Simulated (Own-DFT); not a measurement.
# Which defects push the lattice out? C40 NbSi2

The numbers are computed, not measured, by runs of the plane-wave DFT program Own-DFT (in-house, retired, unreviewed) at fixed positions, with no spin and no spin-orbit coupling.

Method: PBE; PseudoDojo norm-conserving scalar-relativistic files; cutoff 42 hartree; 4 x 4 x 5 k mesh centred on Gamma; cold (Marzari-Vanderbilt) smearing of 0.2 eV.

Known weak points: forces on such cells failed a check on a denser k mesh; stress not checked against mesh or cutoff.

All runs share one cell, with vectors in Å (0.000, 8.324, 0.000); (-9.613, 0.000, 0.000); (0.000, 0.000, 6.586) and a volume of 527.0 Å³. Atoms were moved at random from their sites; u is the rms move along one axis. The defect's site can differ from row to row.

| cell | formula | u (Å) | P (GPa) |
|---|---|---|---|
| no defect | Nb12Si24 | 0.0176 | 1.46 |
| no defect | Nb12Si24 | 0.0193 | 1.50 |
| no defect | Nb12Si24 | 0.0468 | 2.60 |
| one Si vacancy | Nb12Si23 | 0.0324 | 1.24 |
| one Si vacancy | Nb12Si23 | 0.0476 | 1.43 |
| one Si vacancy | Nb12Si23 | 0.0495 | 1.94 |
| two Nb vacancies | Nb10Si24 | 0.0279 | 0.05 |
| two Nb vacancies | Nb10Si24 | 0.0435 | 0.25 |
| two Nb vacancies | Nb10Si24 | 0.0486 | 0.42 |
| two Nb on a Si site each | Nb14Si22 | 0.0374 | 7.83 |
| two Nb on a Si site each | Nb14Si22 | 0.0422 | 7.86 |
| two Nb on a Si site each | Nb14Si22 | 0.0499 | 8.42 |
| two Si on a Nb site each | Nb10Si26 | 0.0272 | 1.56 |
| two Si on a Nb site each | Nb10Si26 | 0.0281 | 1.69 |
| two Si on a Nb site each | Nb10Si26 | 0.0529 | 2.53 |
| two Si on a Nb site each | Nb10Si26 | 0.0572 | ? |

## Analysis

P = P0 + c u² + a shift for each defect gives P0 = 1.42 GPa, c = 455 ± 60 GPa/Å² and a scatter of 0.17 GPa. The shifts, and each times the cell's volume:

- two Nb on a Si site each: 5.76 ± 0.15 GPa, 18.9 eV (9.5 eV for each of its 2 sites)
- two Si on a Nb site each: -0.15 ± 0.14 GPa, -0.5 eV (-0.2 eV for each of its 2 sites) (not resolved)
- one Si vacancy: -0.76 ± 0.15 GPa, -2.5 eV
- two Nb vacancies: -1.94 ± 0.15 GPa, -6.4 eV (-3.2 eV for each of its 2 sites)

A positive shift means that the defect pushes the cell outwards. Shift times volume (160.2 GPa Å³ is 1 eV) depends little on the cell's size, so, taken for each site, it can be compared between cells at like pressure. The atoms around the defects weren't relaxed, which would change these numbers.

## Withheld run

Q: what pressure belongs in the blank (two Si on a Nb site each, u = 0.0572 Å)?

The fit gives 2.76 ± 0.23 GPa. The calculation gave 3.02 GPa.
